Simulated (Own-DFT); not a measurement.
# How strain changes the stress of zincblende GaAs, 64 atoms (As32Ga32)

The numbers are computed, not measured, by runs of the plane-wave DFT program Own-DFT (in-house, retired, unreviewed) at fixed positions, with no spin and no spin-orbit coupling.

Method: PBE; PseudoDojo norm-conserving scalar-relativistic files; cutoff 42 hartree; 3 x 3 x 3 k mesh centred on Gamma; Fermi-Dirac smearing of 0.1 eV.

Known weak points: forces not confirmed at this smearing and k mesh; stress not checked against mesh or cutoff.

Unstrained cell vectors in Å: (11.307, 0.000, 0.000); (0.000, 11.307, 0.000); (0.000, 0.000, 11.307). The unstrained cell has measured lattice constants (interpolated for alloys), not those of this functional. That, the random moves and any unrelaxed bonds set the pressure at no strain. A uniform strain is put on this cell, atoms riding along. Random moves of width 0.05 Å per axis were added to every atom. Stress is counted positive in tension, P = -(s_xx + s_yy + s_zz)/3, and strain components are those of the symmetric tensor.

| run | e_xx (%) | e_yy (%) | e_zz (%) | e_yz (%) | e_xz (%) | e_xy (%) | s_xx (GPa) | s_yy (GPa) | s_zz (GPa) | s_yz (GPa) | s_xz (GPa) | s_xy (GPa) | P (GPa) | E (meV/atom) |
|---|---|---|---|---|---|---|---|---|---|---|---|---|---|---|
| 1 | -1.81 | 1.76 | -0.17 | -1.83 | -1.86 | -0.22 | -5.31 | -3.25 | -4.43 | -2.60 | -2.31 | 0.22 | 4.33 | 25.2 |
| 2 | 0.56 | -0.07 | 0.54 | 0.14 | 0.08 | 1.11 | -3.06 | -3.48 | -3.21 | -0.17 | -0.24 | 1.62 | 3.25 | 9.9 |
| 3 | -1.87 | 1.13 | -0.39 | -1.73 | 1.17 | 0.69 | -5.85 | -4.11 | -5.18 | -2.61 | 1.48 | 0.85 | 5.05 | 30.4 |
| 4 | -1.62 | -0.58 | -0.82 | 0.06 | -0.59 | 1.87 | -7.20 | -6.70 | -6.59 | 0.41 | -1.13 | 3.72 | 6.83 | 48.7 |
| 5 | -0.86 | -1.17 | -1.26 | 1.33 | -0.08 | 0.10 | -6.89 | -7.10 | -7.08 | 2.76 | 0.86 | 0.40 | 7.02 | 50.3 |
| 6 | 0.36 | 0.39 | -1.76 | 0.73 | -0.52 | -1.61 | -4.46 | -4.39 | -5.60 | 1.06 | -1.17 | -2.62 | 4.81 | 17.5 |
| 7 | 1.30 | -1.41 | 1.86 | 1.52 | 0.66 | -0.79 | -2.61 | -4.07 | -2.36 | 3.30 | 0.99 | -1.38 | 3.02 | 20.0 |
| 8 | 0.84 | -0.28 | -0.11 | -0.35 | -0.16 | 0.32 | -3.28 | -3.76 | -3.84 | -0.80 | -0.04 | 0.46 | 3.62 | 6.5 |
| 9 | -1.17 | 0.54 | -0.33 | -1.82 | 1.29 | -1.69 | -5.52 | -4.74 | -5.17 | -2.85 | 1.95 | -3.04 | 5.14 | 34.9 |
| 10 | 1.46 | 0.10 | -0.35 | 0.76 | 0.99 | 0.58 | -2.51 | -3.31 | -3.50 | 0.98 | 1.74 | 0.90 | 3.11 | 4.1 |
| 11 | -0.21 | 1.14 | 1.21 | 1.11 | -1.91 | 1.45 | -3.11 | -2.27 | -2.33 | 1.44 | -3.00 | 2.29 | 2.57 | 7.0 |
| 12 | -1.12 | -0.10 | -1.35 | 0.62 | 1.29 | -1.89 | -6.41 | -5.93 | -6.61 | 1.49 | 2.10 | -3.20 | 6.32 | 38.5 |
| 13 | 1.93 | 1.51 | 0.16 | 0.78 | -1.75 | -1.89 | -1.20 | -1.48 | -2.14 | 0.22 | -1.93 | -2.76 | 1.61 | 10.9 |
| 14 | 1.14 | -0.75 | 0.43 | -0.05 | 0.01 | 0.32 | -2.81 | -3.83 | -3.10 | 0.31 | -0.03 | -0.17 | 3.25 | 0.0 |
| 15 | -0.54 | -1.06 | -0.62 | 0.93 | 0.76 | -1.58 | ? | ? | ? | ? | ? | ? | ? | ? |

E is the free energy for each atom above the lowest run shown.

## Fit

Regress every stress component on the fractional strains (shears doubled) of the visible runs, with a constant. Shear strains stay in the fit of a normal stress only where such slopes are resolved. The slopes, in GPa:

```
stress  at no strain  per e_xx  per e_yy  per e_zz  scatter
  s_xx          -4.2   120 ± 5    63 ± 6    57 ± 6     0.20
  s_yy          -4.2    65 ± 6   120 ± 7    59 ± 8     0.25
  s_zz          -4.2    67 ± 4    61 ± 6   110 ± 6     0.19
```

The slope of each shear stress on twice its own strain, from a fit on all six strains: yz 80 ± 6, xz 68 ± 8, xy 81 ± 4 GPa. These are stiffnesses along x, y and z of the frame in which the cell vectors are given, which need not be the crystal's axes. These are clamped-ion slopes: internal relaxation, where symmetry allows it, would soften some. Symmetry asks for nearly equal slopes across the diagonal; the mismatch is a measure of noise. A ninth of the table's sum, 80 ± 3 GPa, estimates the bulk modulus near the mean pressure of these runs, 4.3 GPa, so it lies above the value at zero pressure.

## Check

Question: what normal stresses and pressure should run 15 give?

Estimate: s_xx = -5.9, s_yy = -6.2, s_zz = -5.9 and P = 6.0 GPa. DFT gave -5.73, -6.09, -5.87 and P = 5.90 GPa.
